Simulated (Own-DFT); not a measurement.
# What random displacements cost in 2H SiC, 32 atoms (C16Si16)

These are calculations, not measurements. They come from Own-DFT, an in-house plane-wave density functional program, since retired, whose code no person has reviewed. Each row is one single-point run on a periodic cell that was not relaxed, without spin or spin-orbit coupling.

Settings of every run: PBE; PseudoDojo norm-conserving scalar-relativistic files; cutoff 42 hartree; 5 x 5 x 3 k mesh centred on Gamma; Fermi-Dirac smearing of 0.1 eV.

Known limits, some of them of some rows only: some atoms lie very close together; forces on such cells passed a denser k mesh, each cell not checked; stress not checked against mesh or cutoff.

Cell vectors in Å: (6.165, 0.000, 0.000); (-3.083, 5.339, 0.000); (0.000, 0.000, 10.068). In each run every atom was moved at random and independently from its ideal site; u is the rms move along one axis. E is the free energy for each atom above the fitted value at u = 0, and F the rms of the force components.

```
run,u (Å),E (meV/atom),F (eV/Å),largest force (eV/Å),P (GPa)
1,0.0282,32.3,0.801,2.19,3.78
2,0.0282,34.6,0.860,2.86,3.71
3,0.0293,29.2,0.746,2.35,3.60
4,0.0583,110.1,1.520,5.10,5.15
5,0.0613,139.2,1.883,7.07,6.05
6,0.0645,176.8,2.060,6.99,6.99
7,0.0869,?,?,?,?
8,0.0983,322.5,2.476,8.72,10.21
9,0.1079,542.6,4.427,17.62,17.59
```

## Worked fit

For small independent moves the energy grows as E = (3/2) K u², with K the mean stiffness felt by one atom. The runs with u up to 0.11 Å give K = 25.8 ± 2.0 eV/Å², with residuals divided by u² + 0.0006 Å², since the noise grows with the moves. The scatter is 14.9 meV/atom at u = 0.05 Å. The forces follow F = G u with G = 30.3 eV/Å²; no force at u = 0 is resolved. G exceeds K because the moves of its neighbours add to the force on an atom, and stiffness differs between atoms. The pressure follows P = 2.34 + 1095 u² GPa: at fixed volume, shortened bonds push harder than stretched ones pull.

## Withheld run

Question: what energy and rms force should run 7 give?

The fit gives 293 ± 45 meV/atom and about 2.63 eV/Å. The calculation gave 306.4 meV/atom and 2.928 eV/Å.
